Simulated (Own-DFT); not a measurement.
# Which defects push the lattice out? C40 NbSi2

The numbers are computed, not measured, by runs of the plane-wave DFT program Own-DFT (in-house, retired, unreviewed) at fixed positions, with no spin and no spin-orbit coupling.

Common settings: PBE; PseudoDojo norm-conserving scalar-relativistic files; cutoff 42 hartree; 4 x 4 x 5 k mesh centred on Gamma; cold (Marzari-Vanderbilt) smearing of 0.2 eV.

Limits: forces on such cells failed a check on a denser k mesh; stress not checked against mesh or cutoff.

All runs share one cell, with vectors in Å (0.000, 8.324, 0.000); (-9.613, 0.000, 0.000); (0.000, 0.000, 6.586) and a volume of 527.0 Å³. u is the rms random offset of the atoms per axis. The defect's site can differ from row to row.

```
cell,formula,u (Å),P (GPa)
no defect,Nb12Si24,0.0202,1.51
no defect,Nb12Si24,0.0482,2.71
no defect,Nb12Si24,0.0544,2.86
one Si vacancy,Nb12Si23,0.0292,0.93
one Si vacancy,Nb12Si23,0.0313,1.05
one Si vacancy,Nb12Si23,0.0418,1.37
one Si vacancy,Nb12Si23,0.0509,?
two Si on a Nb site each,Nb10Si26,0.0275,1.59
two Si on a Nb site each,Nb10Si26,0.0482,2.32
two Si on a Nb site each,Nb10Si26,0.0536,2.47
two Nb on a Si site each,Nb14Si22,0.0296,7.37
two Nb on a Si site each,Nb14Si22,0.0491,8.26
two Nb on a Si site each,Nb14Si22,0.0504,8.29
```

## Analysis

P = P0 + c u² + a shift for each defect gives P0 = 1.39 GPa, c = 513 ± 32 GPa/Å² and a scatter of 0.09 GPa. The shifts, and each times the cell's volume:

- two Nb on a Si site each: 5.59 ± 0.08 GPa, 18.4 eV (9.2 eV for each of its 2 sites)
- two Si on a Nb site each: -0.28 ± 0.08 GPa, -0.9 eV (-0.5 eV for each of its 2 sites)
- one Si vacancy: -0.88 ± 0.08 GPa, -2.9 eV

Positive is outwards. The product with the volume (160.2 GPa Å³ to the eV) is nearly free of the cell's size; divided by the bulk modulus at the cell's pressure it gives the volume that the defect adds. The atoms around the defects weren't relaxed, which would change these numbers.

## Test on the hidden row

Asked: what pressure belongs in the blank (one Si vacancy, u = 0.0509 Å)?

The fitted form gives 1.83 ± 0.12 GPa. The calculation gave 1.98 GPa.
